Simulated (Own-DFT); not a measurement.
# Which defects push the lattice out? C11b WSi2

Source: density functional calculations with Own-DFT, an unreviewed in-house program that is no longer used. Nothing was measured or relaxed, and spin and spin-orbit coupling are left out.

Common settings: PBE; PseudoDojo norm-conserving scalar-relativistic files; cutoff 50 hartree; 5 x 5 x 5 k mesh centred on Gamma; cold (Marzari-Vanderbilt) smearing of 0.2 eV.

Caveats: forces on such cells failed a check on a denser k mesh; stress not checked against mesh or cutoff.

All runs share one cell, with vectors in Å (-2.148, -5.953, 3.409); (-6.444, 2.976, 1.136); (-2.553, -2.948, -6.757) and a volume of 403.2 Å³. u is the rms random offset of the atoms per axis. The defect's site can differ from row to row.

| cell | formula | u (Å) | P (GPa) |
|---|---|---|---|
| no defect | Si20W10 | 0.0212 | 4.51 |
| no defect | Si20W10 | 0.0481 | 5.84 |
| no defect | Si20W10 | 0.0489 | 5.81 |
| one Si on a W site | Si21W9 | 0.0279 | 6.08 |
| one Si on a W site | Si21W9 | 0.0309 | 6.67 |
| one Si on a W site | Si21W9 | 0.0506 | 8.02 |
| one Si vacancy | Si19W10 | 0.0316 | 3.32 |
| one Si vacancy | Si19W10 | 0.0340 | 3.28 |
| one Si vacancy | Si19W10 | 0.0511 | 4.69 |
| one W vacancy | Si20W9 | 0.0257 | ? |
| one W vacancy | Si20W9 | 0.0272 | 3.45 |
| one W vacancy | Si20W9 | 0.0511 | 4.75 |
| one W vacancy | Si20W9 | 0.0531 | 5.31 |
| one W on a Si site | Si19W11 | 0.0317 | 9.95 |
| one W on a Si site | Si19W11 | 0.0521 | 11.86 |
| one W on a Si site | Si19W11 | 0.0574 | 11.93 |

## Fit

P = P0 + c u² + a shift for each defect gives P0 = 3.91 GPa, c = 856 ± 64 GPa/Å² and a scatter of 0.22 GPa. The shifts, and each times the cell's volume:

- one W on a Si site: 5.33 ± 0.18 GPa, 13.4 eV
- one Si on a W site: 1.79 ± 0.18 GPa, 4.5 eV
- one W vacancy: -1.17 ± 0.18 GPa, -2.9 eV
- one Si vacancy: -1.51 ± 0.18 GPa, -3.8 eV

Positive is outwards. The product with the volume (160.2 GPa Å³ to the eV) is nearly free of the cell's size; divided by the bulk modulus at the cell's pressure it gives the volume that the defect adds. The atoms around the defects weren't relaxed, which would change these numbers.

## Withheld run

The question: what pressure belongs in the blank (one W vacancy, u = 0.0257 Å)?

Estimate: 3.31 ± 0.26 GPa. The calculation gave 3.78 GPa.
